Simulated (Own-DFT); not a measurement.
Simulation results for GaP (zincblende, strongly disordered by large displacements), InAs (zincblende, strongly disordered by large displacements)

A calculation, not a measurement: plane-wave PBE density functional theory by an unreviewed code, no spin, of a simulated periodic cell, stress positive in tension, free energy of the whole cell less one offset for each atom, forces on such cells passed a denser k mesh, this cell's mesh not checked; broken bonds can close the gap or carry spin, so checks made on this kind of crystal may not hold here; offsets are fitted by least squares, one for each functional and potential file, so energies compare only between cells with the same atoms and settings and are not formation energies; the far tail of each file's local potential was reset to the Coulomb form; each entry is a single point on an unrelaxed cell, so the pressure reflects the starting lattice, mostly measured values (interpolated for alloys), from which strain is counted, and rises with the displacements; printed positions are rounded, which can move forces by about a meV/angstrom; the program, named Own-DFT, is a retired in-house code; no spin-orbit coupling. Program: Own-DFT development build.

Settings shared by all entries: functional PBE; potential files PseudoDojo norm-conserving, scalar-relativistic, standard set; wave cutoff 42 hartree; occupations Fermi-Dirac; smearing width 0.1 eV; k mesh 3 x 3 x 3 centred on Gamma.

(1) GaP (zincblende, strongly disordered by large displacements)

```
cell vectors (Å)
  10.9010     0.0000     0.0000
   0.0000    10.9010     0.0000
   0.0000     0.0000    10.9010
atoms (fractions of the cell vectors)
Ga  0.97322  0.98792  0.00487
Ga  0.00231  0.26557  0.25637
Ga  0.29262  0.99349  0.27031
Ga  0.25357  0.22370  0.99676
P   0.10043  0.11913  0.10848
P   0.12705  0.36660  0.35082
P   0.36788  0.13036  0.37106
P   0.37198  0.38601  0.13819
Ga  0.00598  0.98659  0.48503
Ga  0.00201  0.26186  0.71885
Ga  0.25491  0.01965  0.71534
Ga  0.24310  0.24393  0.50538
P   0.10888  0.12769  0.64723
P   0.12580  0.35011  0.85559
P   0.37948  0.11484  0.89840
P   0.38273  0.35252  0.62024
Ga  0.01700  0.51559  0.97705
Ga  0.99350  0.78375  0.28724
Ga  0.24360  0.48707  0.24209
Ga  0.25477  0.77308  0.00803
P   0.14186  0.64833  0.12017
P   0.12019  0.89218  0.36936
P   0.39351  0.65140  0.38607
P   0.38565  0.90141  0.12930
Ga  0.99019  0.48755  0.48364
Ga  0.98571  0.74290  0.74787
Ga  0.25457  0.49640  0.75358
Ga  0.26760  0.77549  0.50380
P   0.13421  0.66623  0.59773
P   0.13875  0.92603  0.86422
P   0.40324  0.64480  0.89245
P   0.38161  0.87748  0.60939
Ga  0.52889  0.98441  0.99139
Ga  0.48553  0.25590  0.25073
Ga  0.74224  0.96716  0.28430
Ga  0.73918  0.27617  0.99444
P   0.60721  0.12750  0.11476
P   0.61531  0.40593  0.37837
P   0.86911  0.16034  0.38032
P   0.88751  0.37815  0.11630
Ga  0.50384  0.00146  0.46971
Ga  0.52152  0.23572  0.78927
Ga  0.75853  0.97812  0.76045
Ga  0.78561  0.27052  0.50458
P   0.61571  0.14371  0.62310
P   0.61041  0.36133  0.89091
P   0.90691  0.12257  0.90113
P   0.87427  0.36408  0.63667
Ga  0.46312  0.50461  0.99690
Ga  0.49827  0.73058  0.23601
Ga  0.73920  0.53651  0.25211
Ga  0.76325  0.73630  0.98918
P   0.62669  0.62463  0.13723
P   0.61311  0.86692  0.36869
P   0.88496  0.59524  0.34831
P   0.89116  0.92375  0.15881
Ga  0.49227  0.49460  0.49172
Ga  0.50617  0.72826  0.76211
Ga  0.75098  0.49808  0.75479
Ga  0.75137  0.74068  0.50225
P   0.60762  0.62434  0.64762
P   0.62899  0.88370  0.87144
P   0.87295  0.62871  0.87816
P   0.86509  0.89522  0.62740
```

It was run with hardware one NVIDIA H100.

It finds free energy of cell above offsets -0.007 eV; pressure 10.53 GPa; stress xx -11.34 GPa; stress yy -9.04 GPa; stress zz -11.22 GPa; stress yz -1.84 GPa; stress xz 1.38 GPa; stress xy 1.42 GPa; wall time 557.1 s.

Force:
| element | x (eV/Å) | y (eV/Å) | z (eV/Å) |
| --- | --- | --- | --- |
| Ga | 4.347 | -1.995 | -1.261 |
| Ga | -2.484 | -3.224 | -3.666 |
| Ga | -4.489 | -1.045 | -1.752 |
| Ga | -2.294 | 1.941 | 1.904 |
| P | 2.045 | 1.086 | 2.033 |
| P | 1.934 | 1.559 | 4.694 |
| P | 1.268 | 2.818 | 2.668 |
| P | 0.091 | -1.848 | -2.373 |
| Ga | -2.849 | 3.929 | 3.329 |
| Ga | 0.732 | -1.008 | 4.757 |
| Ga | 2.703 | -1.067 | 2.051 |
| Ga | -0.791 | 0.156 | 0.031 |
| P | 1.1 | -2.019 | -5.244 |
| P | 0.965 | 2.409 | 1.619 |
| P | 1.653 | -1.67 | -3.233 |
| P | 0.092 | 1.462 | 1.107 |
| Ga | 0.857 | -1.516 | 1.705 |
| Ga | -2.458 | -3.9 | -3.423 |
| Ga | -0.487 | 3.903 | 0.513 |
| Ga | 0.435 | 1.568 | -1.44 |
| P | -1.799 | -1.448 | 0.983 |
| P | 6.295 | 0.285 | 0.278 |
| P | -2.127 | -1.97 | 0.188 |
| P | 1.39 | -3.381 | -1.726 |
| Ga | 2.073 | 0.047 | 1.337 |
| Ga | 1.856 | 2.36 | -1.211 |
| Ga | 0.179 | 0.249 | -1.257 |
| Ga | -1.961 | -1.157 | -3.56 |
| P | -2.59 | -3.874 | 2.386 |
| P | -1.106 | -3.526 | 1.433 |
| P | -5.764 | 1 | 0.2 |
| P | 3.052 | 2.961 | 3.265 |
| Ga | -3.134 | 2.717 | 2.812 |
| Ga | 1.976 | -0.091 | -0.148 |
| Ga | 2.013 | 5.102 | -2.432 |
| Ga | 3.884 | -3.738 | 3.416 |
| P | 1.877 | 1.029 | 1.757 |
| P | 3.277 | -3.15 | -2.251 |
| P | 1.698 | -4.737 | -2.515 |
| P | -0.957 | 1.737 | -0.211 |
| Ga | -0.155 | 1.419 | 2.765 |
| Ga | -3.212 | -3.198 | -3.732 |
| Ga | -0.362 | 4.956 | 0.673 |
| Ga | -6.491 | -0.501 | -0.596 |
| P | 1.466 | -1.258 | -0.475 |
| P | 0.006 | 6.939 | -0.417 |
| P | -4.487 | 4.63 | -4.7 |
| P | -1.038 | 6.324 | 0.562 |
| Ga | 3.309 | -3.246 | 2.458 |
| Ga | -1.235 | 3.123 | 0.049 |
| Ga | -0.379 | -5.356 | 0.085 |
| Ga | -3.096 | 3.062 | 3.25 |
| P | -1.161 | 1.142 | -6.109 |
| P | -1.486 | -3.71 | 1.861 |
| P | 2.605 | 4.286 | 2.764 |
| P | -1.745 | -3.995 | 2.138 |
| Ga | -2.145 | 1.551 | 2.97 |
| Ga | 0.033 | 5.457 | -0.54 |
| Ga | -1.318 | -0.281 | 0.528 |
| Ga | -0.183 | 0.061 | 0.408 |
| P | 3.675 | -3.013 | -4.325 |
| P | 1.155 | -4.845 | -1.297 |
| P | 1.566 | -2.249 | -2.235 |
| P | 2.176 | -3.248 | -2.849 |

(2) InAs (zincblende, strongly disordered by large displacements)

```
cell vectors (Å)
  12.1166     0.0000     0.0000
   0.0000    12.1166     0.0000
   0.0000     0.0000    12.1166
atoms (fractions of the cell vectors)
In  0.98600  0.99913  0.98376
In  0.01059  0.26918  0.20657
In  0.23039  0.99471  0.24626
In  0.22930  0.24830  0.98212
As  0.11301  0.12596  0.12248
As  0.12624  0.37843  0.36256
As  0.36777  0.09991  0.38726
As  0.41383  0.39747  0.10859
In  0.96444  0.98266  0.48747
In  0.03706  0.22391  0.75186
In  0.26033  0.98183  0.77903
In  0.24399  0.25091  0.50360
As  0.12620  0.12428  0.62020
As  0.13055  0.36400  0.84973
As  0.35169  0.16411  0.86755
As  0.39480  0.38693  0.62230
In  0.00356  0.50196  0.00876
In  0.02421  0.75987  0.26041
In  0.23829  0.50634  0.27018
In  0.26241  0.74868  0.99927
As  0.14568  0.64033  0.12103
As  0.13714  0.85512  0.37603
As  0.39376  0.64627  0.34570
As  0.37983  0.86426  0.10414
In  0.99921  0.47584  0.48228
In  0.01674  0.75836  0.73815
In  0.24962  0.51717  0.76791
In  0.25985  0.75228  0.50600
As  0.11365  0.62265  0.60849
As  0.10976  0.88912  0.87739
As  0.37322  0.62479  0.86765
As  0.40146  0.88745  0.62882
In  0.50208  0.97933  0.02042
In  0.48399  0.26039  0.26180
In  0.73294  0.00891  0.26662
In  0.74906  0.22618  0.00300
As  0.61471  0.13929  0.12513
As  0.64398  0.36132  0.34191
As  0.88570  0.13227  0.38867
As  0.88073  0.38668  0.13648
In  0.49806  0.00158  0.51552
In  0.51774  0.27829  0.76028
In  0.75705  0.99121  0.76846
In  0.74629  0.26488  0.52272
As  0.62158  0.13078  0.61860
As  0.62959  0.35586  0.89396
As  0.88409  0.14398  0.87393
As  0.87413  0.39187  0.62959
In  0.49426  0.53232  0.99305
In  0.50139  0.75393  0.23858
In  0.74989  0.48009  0.24681
In  0.75109  0.75006  0.00723
As  0.62985  0.64036  0.13618
As  0.62579  0.85478  0.35583
As  0.88338  0.60688  0.35550
As  0.88447  0.88838  0.13113
In  0.51961  0.50718  0.51900
In  0.46982  0.72986  0.74590
In  0.75213  0.50257  0.75669
In  0.73723  0.75401  0.48786
As  0.61653  0.61252  0.64025
As  0.62608  0.86679  0.88744
As  0.84785  0.64828  0.85291
As  0.85394  0.88628  0.60449
```

It was run with hardware one NVIDIA H200.

Results for InAs (zincblende, strongly disordered by large displacements): free energy of cell above offsets -6.704 eV; pressure 8.01 GPa; stress xx -8.07 GPa; stress yy -8.07 GPa; stress zz -7.87 GPa; stress yz 0.98 GPa; stress xz 1.41 GPa; stress xy -2.16 GPa; wall time 1200 s.

Force:
| element | x (eV/Å) | y (eV/Å) | z (eV/Å) |
| --- | --- | --- | --- |
| In | -0.908 | 1.111 | 1.945 |
| In | 0.721 | -1.315 | 3.545 |
| In | 1.061 | -0.001 | -0.157 |
| In | -0.596 | 1.309 | 4.043 |
| As | 1.317 | -1.592 | -1.525 |
| As | -0.038 | -3.007 | 0.558 |
| As | -0.593 | 1.6 | -1.352 |
| As | -3.425 | -2.209 | 1.885 |
| In | 4.18 | 0.987 | -1.361 |
| In | -3.298 | 1.161 | 0.203 |
| In | 1.181 | 2.002 | -1.432 |
| In | 1.06 | 0.477 | -0.143 |
| As | 1.195 | -3.643 | -2.353 |
| As | -0.63 | 3.526 | 1.775 |
| As | 3.603 | -3.316 | -2.231 |
| As | -2.306 | -0.723 | 0.481 |
| In | 0.288 | 0.976 | -1.572 |
| In | -3.343 | -2.33 | -3.009 |
| In | 3.003 | 1.93 | -2.279 |
| In | -1.478 | 0.095 | -1.938 |
| As | -1.66 | -1.635 | 0.735 |
| As | 0.773 | 3.194 | 2.511 |
| As | -3.171 | -3.505 | 4.484 |
| As | -2.049 | 0.257 | 3.455 |
| In | -1.263 | 1.358 | 0.9 |
| In | -1.789 | -0.037 | -0.26 |
| In | -1.83 | -2.048 | -3.329 |
| In | 1.431 | -0.667 | 0.196 |
| As | 1.183 | -0.36 | 0.497 |
| As | 1.515 | -2.586 | -0.269 |
| As | -1.384 | 0.405 | 2.557 |
| As | -3.649 | -2.654 | 2.452 |
| In | 2.422 | 3.734 | -2.401 |
| In | -0.762 | -0.831 | -0.385 |
| In | 1.368 | 1.074 | -0.689 |
| In | 0.982 | 1.237 | 0.705 |
| As | -0.974 | -1.679 | 1.321 |
| As | -2.229 | -2.116 | 4.515 |
| As | -1.348 | 2.215 | -2.12 |
| As | -1.372 | -0.015 | -3.728 |
| In | 2.791 | 1.31 | -3.022 |
| In | -2.079 | -2.267 | -2.362 |
| In | -0.615 | 0.839 | -0.632 |
| In | 0.54 | -0.167 | -1.583 |
| As | 0.286 | -0.109 | 1.989 |
| As | 1.464 | 3.484 | 1.23 |
| As | -0.194 | -0.855 | -1.041 |
| As | 1.041 | -1.188 | 0.515 |
| In | 3.323 | -0.147 | 0.631 |
| In | 0.343 | 2.036 | -2.254 |
| In | 0.331 | 4.518 | -0.944 |
| In | 1.04 | 0.674 | 0.905 |
| As | 0.999 | -2.182 | -1.317 |
| As | -0.657 | 2.357 | 1.286 |
| As | -0.172 | 1.546 | 0.709 |
| As | -0.694 | -0.684 | 0.564 |
| In | -1.446 | -1.502 | -4.839 |
| In | 3.441 | 2.611 | -2.048 |
| In | -0.917 | -1.704 | 0.398 |
| In | 1.016 | -2.344 | 0.903 |
| As | 2.274 | 3.36 | 1.253 |
| As | -0.947 | 0.105 | -1.19 |
| As | 2.758 | 0.542 | 1.082 |
| As | -1.117 | -2.607 | 3.534 |

(3) GaP (zincblende, strongly disordered by large displacements)

```
cell vectors (Å)
  10.9010     0.0000     0.0000
   0.0000    10.9010     0.0000
   0.0000     0.0000    10.9010
atoms (fractions of the cell vectors)
Ga  0.01075  0.04482  0.96284
Ga  0.00780  0.24327  0.19463
Ga  0.24814  0.04545  0.25482
Ga  0.27623  0.30126  0.02145
P   0.14369  0.11010  0.13868
P   0.10519  0.37383  0.35659
P   0.38896  0.13132  0.34929
P   0.38171  0.42267  0.13635
Ga  0.04280  0.04285  0.44225
Ga  0.93329  0.21786  0.75070
Ga  0.30560  0.01259  0.77198
Ga  0.24956  0.23734  0.51879
P   0.10893  0.13410  0.65053
P   0.11626  0.39544  0.87575
P   0.36705  0.13923  0.87007
P   0.38441  0.42611  0.63342
Ga  0.91409  0.48393  0.99635
Ga  0.96524  0.67055  0.22255
Ga  0.25128  0.50199  0.29413
Ga  0.26619  0.72182  0.92317
P   0.11569  0.62262  0.13564
P   0.14052  0.90386  0.43123
P   0.38581  0.62797  0.38040
P   0.38821  0.89161  0.18796
Ga  0.02060  0.45437  0.52067
Ga  0.96609  0.66594  0.71249
Ga  0.23226  0.48743  0.79414
Ga  0.22542  0.75935  0.45332
P   0.12778  0.60943  0.64489
P   0.15580  0.86865  0.92523
P   0.38045  0.60710  0.85259
P   0.37963  0.84512  0.61143
Ga  0.49347  0.06541  0.00084
Ga  0.50882  0.25867  0.18771
Ga  0.71105  0.01087  0.27984
Ga  0.74489  0.29788  0.04148
P   0.62181  0.09687  0.10660
P   0.57832  0.38292  0.38423
P   0.88493  0.12731  0.35667
P   0.92923  0.38205  0.14018
Ga  0.47896  0.98705  0.54132
Ga  0.45712  0.24611  0.71232
Ga  0.75408  0.98130  0.74016
Ga  0.76757  0.23749  0.51135
P   0.63098  0.17694  0.59521
P   0.63005  0.40413  0.89030
P   0.87611  0.10962  0.88314
P   0.86538  0.37591  0.62312
Ga  0.50448  0.50317  0.96947
Ga  0.50616  0.66409  0.24575
Ga  0.80206  0.48495  0.24039
Ga  0.73515  0.73723  0.09298
P   0.62149  0.60805  0.13558
P   0.66436  0.88230  0.37918
P   0.88305  0.64212  0.36751
P   0.90755  0.90096  0.15735
Ga  0.48827  0.48048  0.51162
Ga  0.51076  0.70095  0.75691
Ga  0.80245  0.48300  0.82257
Ga  0.76717  0.71755  0.53315
P   0.68797  0.62010  0.65320
P   0.66134  0.85869  0.84444
P   0.83786  0.64738  0.84001
P   0.89111  0.89401  0.56824
```

Settings of this run: hardware one NVIDIA H100.

Results for GaP (zincblende, strongly disordered by large displacements): free energy of cell above offsets 46.004 eV; pressure 20.26 GPa; stress xx -21.58 GPa; stress yy -20.88 GPa; stress zz -18.33 GPa; stress yz 4.11 GPa; stress xz 5.73 GPa; stress xy 0.29 GPa; wall time 622.9 s.

Force:
| element | x (eV/Å) | y (eV/Å) | z (eV/Å) |
| --- | --- | --- | --- |
| Ga | 8.739 | -5.796 | 6.553 |
| Ga | 3.884 | -8.418 | 5.547 |
| Ga | 4.418 | -6.686 | 5.96 |
| Ga | -2.871 | -1.681 | -1.784 |
| P | -5.822 | 4.138 | -9.586 |
| P | 1.092 | -1.725 | 0.585 |
| P | 2.363 | 1.667 | 3.213 |
| P | 1.213 | 0.235 | 0.159 |
| Ga | -4.813 | 6.36 | 2.951 |
| Ga | 3.288 | 4.056 | -4.676 |
| Ga | -5.617 | -8.985 | -6.182 |
| Ga | 0.21 | 0.631 | -0.886 |
| P | 1.048 | -0.569 | -0.539 |
| P | -7.008 | -6.834 | 6.059 |
| P | 2.515 | 8.392 | 4.952 |
| P | -7.479 | -4.294 | 7.614 |
| Ga | 2.622 | 4.775 | -4.536 |
| Ga | 1.438 | 5.175 | -6.251 |
| Ga | -1.198 | 0.31 | -1.644 |
| Ga | -3.229 | 2.785 | 4.104 |
| P | 5.498 | -1.933 | -2.973 |
| P | 0.891 | 0.744 | -3.132 |
| P | -2.746 | -0.068 | 4.501 |
| P | 0.923 | -0.142 | -1.161 |
| Ga | 0.563 | 1.736 | 0.124 |
| Ga | 0.225 | 3.195 | -2.117 |
| Ga | 5.408 | 4.117 | -6.513 |
| Ga | 5.07 | -8.24 | 2.093 |
| P | 3.999 | -0.985 | -3.249 |
| P | -1.612 | 3.696 | -1.085 |
| P | 2.227 | -4.035 | -0.249 |
| P | -1.826 | -2.596 | 3.062 |
| Ga | -6.449 | -4.591 | -4.823 |
| Ga | -0.31 | 0.402 | 2.348 |
| Ga | 4.226 | 6.829 | -6.131 |
| Ga | -0.717 | -1.552 | 0.005 |
| P | 8.65 | 3.417 | 5.781 |
| P | 4.129 | -2.939 | -4.028 |
| P | -1.788 | 2.069 | -1.195 |
| P | -3.341 | 2.892 | 0.303 |
| Ga | 3.599 | 3.812 | -3.347 |
| Ga | 1.529 | 0.546 | -0.462 |
| Ga | 2.15 | 2.508 | -3.522 |
| Ga | 6.599 | 3.037 | -6.095 |
| P | -8.595 | -5.694 | 5.901 |
| P | 3.172 | -5.519 | -2.877 |
| P | -10.73 | 1.162 | -0.391 |
| P | -0.596 | 0.409 | 1.829 |
| Ga | -3.329 | 2.802 | 4.686 |
| Ga | -4.532 | 5.872 | 3.598 |
| Ga | -3.761 | 1.53 | 3.06 |
| Ga | 5.975 | 7.057 | -2.376 |
| P | 2.822 | -8.554 | -5.282 |
| P | -4.506 | -8.452 | 7 |
| P | -5.024 | -3.11 | 9.453 |
| P | -1.2 | -0.833 | -0.834 |
| Ga | 4.705 | 5.863 | -4.556 |
| Ga | 3.886 | 4.234 | -3.557 |
| Ga | -2.461 | -10.72 | -3.85 |
| Ga | 3.444 | 5.712 | -6.359 |
| P | -5.198 | -5.052 | 4.713 |
| P | -3.278 | -3.159 | 3.738 |
| P | -1.708 | 11.06 | 5.082 |
| P | -0.773 | -0.059 | 1.271 |

(4) GaP (zincblende, strongly disordered by large displacements)

```
cell vectors (Å)
  10.9010     0.0000     0.0000
   0.0000    10.9010     0.0000
   0.0000     0.0000    10.9010
atoms (fractions of the cell vectors)
Ga  0.01811  0.97626  0.00376
Ga  0.01160  0.27568  0.24122
Ga  0.27169  0.97042  0.21790
Ga  0.26333  0.24636  0.00605
P   0.15089  0.11713  0.11317
P   0.14869  0.38849  0.37924
P   0.37719  0.12746  0.35563
P   0.39459  0.38459  0.11447
Ga  0.97517  0.99980  0.50496
Ga  0.97481  0.25332  0.76669
Ga  0.26731  0.00286  0.74582
Ga  0.24402  0.26457  0.52193
P   0.12493  0.10543  0.68084
P   0.11706  0.38734  0.87380
P   0.37562  0.11442  0.83798
P   0.38586  0.38263  0.57417
Ga  0.97533  0.49585  0.00269
Ga  0.03274  0.72773  0.23540
Ga  0.23641  0.47804  0.24860
Ga  0.25965  0.71713  0.00432
P   0.10034  0.60494  0.14002
P   0.10026  0.87742  0.35832
P   0.39577  0.62159  0.37866
P   0.36473  0.87007  0.11354
Ga  0.99374  0.48502  0.50932
Ga  0.99219  0.76721  0.74515
Ga  0.25169  0.48459  0.76202
Ga  0.26535  0.77146  0.47507
P   0.10903  0.62635  0.59704
P   0.12831  0.88350  0.86394
P   0.39138  0.62655  0.84578
P   0.35655  0.87774  0.61542
Ga  0.50165  0.00451  0.99530
Ga  0.50545  0.25810  0.23812
Ga  0.74197  0.99754  0.23637
Ga  0.77364  0.25252  0.96408
P   0.64334  0.12913  0.13805
P   0.61609  0.37459  0.37913
P   0.85103  0.11804  0.40028
P   0.85288  0.37313  0.12973
Ga  0.50545  0.99374  0.49905
Ga  0.51748  0.23038  0.77198
Ga  0.75988  0.02073  0.74890
Ga  0.77978  0.25293  0.50438
P   0.62783  0.14578  0.60308
P   0.59898  0.32553  0.88770
P   0.87488  0.15581  0.86287
P   0.86075  0.36981  0.62481
Ga  0.51590  0.45805  0.97494
Ga  0.47887  0.75544  0.23030
Ga  0.75251  0.52547  0.27369
Ga  0.73467  0.72825  0.96946
P   0.59233  0.59620  0.09029
P   0.64576  0.85875  0.38551
P   0.88332  0.62358  0.34918
P   0.86920  0.87119  0.14628
Ga  0.51217  0.47666  0.47731
Ga  0.48418  0.74321  0.73587
Ga  0.73526  0.48518  0.74702
Ga  0.77079  0.77534  0.46396
P   0.61928  0.61251  0.62987
P   0.58157  0.86017  0.88251
P   0.85328  0.63662  0.89024
P   0.84962  0.85727  0.65351
```

Settings of this run: hardware one NVIDIA H100.

The calculation gives: free energy of cell above offsets 6.609 eV; pressure 12.4 GPa; stress xx -13.01 GPa; stress yy -13.21 GPa; stress zz -10.97 GPa; stress yz -4 GPa; stress xz 2.55 GPa; stress xy 1.83 GPa; wall time 559.4 s.

Force:
| element | x (eV/Å) | y (eV/Å) | z (eV/Å) |
| --- | --- | --- | --- |
| Ga | -1.433 | 1.308 | 1.614 |
| Ga | 0.201 | -1.526 | 0.334 |
| Ga | -5.842 | 6.771 | 7.27 |
| Ga | 0.326 | 0.753 | -1.645 |
| P | -2.134 | -0.229 | 1.005 |
| P | -4.699 | -3.738 | 3.689 |
| P | -0.397 | -1.147 | 0.736 |
| P | -3.161 | -0.942 | 1.009 |
| Ga | 1.621 | -1.113 | 1.799 |
| Ga | 7.91 | 5.916 | -6.164 |
| Ga | -1.381 | -5.034 | -0.849 |
| Ga | -1.43 | -3.535 | -0.707 |
| P | -4.136 | 3.785 | -4.652 |
| P | -0.887 | -1.584 | 1.484 |
| P | 2.15 | 2.937 | 5.988 |
| P | -1.951 | -1.2 | 6.345 |
| Ga | 0.039 | 0.218 | -0.131 |
| Ga | -5.416 | 8.071 | 5.727 |
| Ga | 4.436 | 3.838 | -3.667 |
| Ga | -0.901 | -0.004 | -0.981 |
| P | 5.985 | -6.833 | -7.274 |
| P | 2.19 | 0.694 | 0.66 |
| P | -1.746 | 1.059 | -1.528 |
| P | 4.492 | -4.303 | -6.295 |
| Ga | -0.16 | 0.853 | -1.371 |
| Ga | 2.451 | -2.881 | 0.91 |
| Ga | 0.896 | 1.685 | -3.051 |
| Ga | -2.299 | -1.97 | -1.205 |
| P | 1.375 | 1.357 | 2.189 |
| P | 1.019 | -2.142 | 0.099 |
| P | -3.343 | -4.389 | 4.206 |
| P | 2.541 | 0.007 | 0.259 |
| Ga | -0.338 | 1.42 | 0.975 |
| Ga | 0.085 | -0.88 | 0.841 |
| Ga | 0.884 | -1.139 | 3.072 |
| Ga | -5.007 | 4.034 | 7.357 |
| P | -1.922 | 1.493 | -3.458 |
| P | 6.606 | -3.995 | -4.634 |
| P | 2.291 | -1.797 | -4.804 |
| P | 0.304 | 0.17 | -0.183 |
| Ga | -0.126 | 0.784 | -0.726 |
| Ga | -3.435 | -4.318 | -9.401 |
| Ga | -2.225 | -0.253 | -0.606 |
| Ga | -4.637 | 0.91 | -0.859 |
| P | -0.507 | -1.467 | 1.967 |
| P | 7.773 | 2.627 | 2.504 |
| P | -0.505 | -12.16 | 2.169 |
| P | 2.596 | 2.366 | 2.352 |
| Ga | -3.246 | 5.263 | 0.714 |
| Ga | 2.115 | -2.338 | 1.28 |
| Ga | -5.853 | -4.226 | -3.943 |
| Ga | -8.212 | 5.998 | 6.387 |
| P | 2.734 | 3.14 | 2.891 |
| P | -9.229 | 5.706 | -5.948 |
| P | 3.927 | 2.87 | 4.246 |
| P | 1.582 | -1.384 | -2.832 |
| Ga | -1.074 | 7.242 | 3.151 |
| Ga | 2.083 | 2.819 | -3.247 |
| Ga | -0.45 | 0.956 | 1.15 |
| Ga | 7.348 | -6.138 | 5.767 |
| P | 0.097 | 0.226 | -1.472 |
| P | 3.033 | 0.044 | -1.215 |
| P | 8.288 | -6.445 | -6.341 |
| P | -1.296 | 1.788 | -2.96 |
